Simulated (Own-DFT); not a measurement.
# Point defects and the pressure they add: D0_22 TiAl3

Calculated, not measured: single-point runs of Own-DFT, a retired in-house plane-wave DFT program that no person has reviewed, on unrelaxed cells, without spin or spin-orbit coupling.

Common settings: PBE; PseudoDojo norm-conserving scalar-relativistic files; cutoff 42 hartree; 4 x 4 x 4 k mesh centred on Gamma; cold (Marzari-Vanderbilt) smearing of 0.2 eV.

Limits: forces on such cells failed a check on a denser k mesh; stress not checked against mesh or cutoff.

All runs share one cell, with vectors in Å (-2.365, -6.981, 4.326); (-7.667, 3.491, 1.442); (-2.950, -3.488, -7.241) and a volume of 625.4 Å³. u is the rms random offset of the atoms per axis. The defect's site can differ from row to row.

```
cell,formula,u (Å),P (GPa)
no defect,Al30Ti10,0.0204,1.99
no defect,Al30Ti10,0.0452,2.46
no defect,Al30Ti10,0.0475,2.60
two Ti on an Al site each,Al28Ti12,0.0298,?
two Ti on an Al site each,Al28Ti12,0.0330,3.14
two Ti on an Al site each,Al28Ti12,0.0517,3.82
two Ti on an Al site each,Al28Ti12,0.0562,4.03
two Al on a Ti site each,Al32Ti8,0.0304,2.89
two Al on a Ti site each,Al32Ti8,0.0500,3.43
two Al on a Ti site each,Al32Ti8,0.0512,3.36
two Al vacancies,Al28Ti10,0.0297,1.27
two Al vacancies,Al28Ti10,0.0509,1.80
two Al vacancies,Al28Ti10,0.0565,1.82
```

## What the rows give

P = P0 + c u² + a shift for each defect gives P0 = 1.85 GPa, c = 322 ± 31 GPa/Å² and a scatter of 0.09 GPa. The shifts, and each times the cell's volume:

- two Ti on an Al site each: 1.07 ± 0.08 GPa, 4.2 eV (2.1 eV for each of its 2 sites)
- two Al on a Ti site each: 0.73 ± 0.08 GPa, 2.9 eV (1.4 eV for each of its 2 sites)
- two Al vacancies: -0.93 ± 0.08 GPa, -3.6 eV (-1.8 eV for each of its 2 sites)

Positive is outwards. The product with the volume (160.2 GPa Å³ to the eV) is nearly free of the cell's size; divided by the bulk modulus at the cell's pressure it gives the volume that the defect adds. The atoms around the defects weren't relaxed, which would change these numbers.

## Check

Q: what pressure belongs in the blank (two Ti on an Al site each, u = 0.0298 Å)?

From the fit: 3.20 ± 0.12 GPa. The hidden result is 3.07 GPa.
